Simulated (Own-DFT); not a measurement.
# One host, several defects: C40 NbSi2

No measurement is shown. These are fixed-geometry runs of a retired plane-wave code named Own-DFT, which no person has reviewed; spin and spin-orbit coupling are neglected.

Method: PBE; PseudoDojo norm-conserving scalar-relativistic files; cutoff 42 hartree; 4 x 4 x 5 k mesh centred on Gamma; cold (Marzari-Vanderbilt) smearing of 0.2 eV.

Keep in mind: forces on such cells failed a check on a denser k mesh; stress not checked against mesh or cutoff.

All runs share one cell, with vectors in Å (0.000, 8.324, 0.000); (-9.613, 0.000, 0.000); (0.000, 0.000, 6.586) and a volume of 527.0 Å³. u is the rms random offset of the atoms per axis. The defect's site can differ from row to row.

| cell | formula | u (Å) | P (GPa) |
|---|---|---|---|
| no defect | Nb12Si24 | 0.0175 | 1.46 |
| no defect | Nb12Si24 | 0.0212 | 1.51 |
| no defect | Nb12Si24 | 0.0452 | 2.33 |
| one Si vacancy | Nb12Si23 | 0.0285 | 0.84 |
| one Si vacancy | Nb12Si23 | 0.0309 | 1.12 |
| one Si vacancy | Nb12Si23 | 0.0452 | ? |
| one Si vacancy | Nb12Si23 | 0.0504 | 1.87 |
| two Nb on a Si site each | Nb14Si22 | 0.0301 | 7.63 |
| two Nb on a Si site each | Nb14Si22 | 0.0420 | 7.79 |
| two Nb on a Si site each | Nb14Si22 | 0.0531 | 8.32 |
| two Si on a Nb site each | Nb10Si26 | 0.0278 | 1.76 |
| two Si on a Nb site each | Nb10Si26 | 0.0451 | 1.70 |
| two Si on a Nb site each | Nb10Si26 | 0.0530 | 3.22 |
| two Nb vacancies | Nb10Si24 | 0.0267 | -0.26 |
| two Nb vacancies | Nb10Si24 | 0.0482 | 0.56 |
| two Nb vacancies | Nb10Si24 | 0.0506 | 0.54 |

## Fit

P = P0 + c u² + a shift for each defect gives P0 = 1.29 GPa, c = 509 ± 92 GPa/Å² and a scatter of 0.29 GPa. The shifts, and each times the cell's volume:

- two Nb on a Si site each: 5.69 ± 0.25 GPa, 18.7 eV (9.4 eV for each of its 2 sites)
- two Si on a Nb site each: -0.02 ± 0.25 GPa, -0.1 eV (0.0 eV for each of its 2 sites) (not resolved)
- one Si vacancy: -0.75 ± 0.24 GPa, -2.5 eV
- two Nb vacancies: -1.96 ± 0.25 GPa, -6.4 eV (-3.2 eV for each of its 2 sites)

Positive is outwards. The product with the volume (160.2 GPa Å³ to the eV) is nearly free of the cell's size; divided by the bulk modulus at the cell's pressure it gives the volume that the defect adds. The atoms around the defects weren't relaxed, which would change these numbers.

## Withheld run

Q: what pressure belongs in the blank (one Si vacancy, u = 0.0452 Å)?

The fitted form gives 1.59 ± 0.34 GPa. The calculation gave 1.35 GPa.
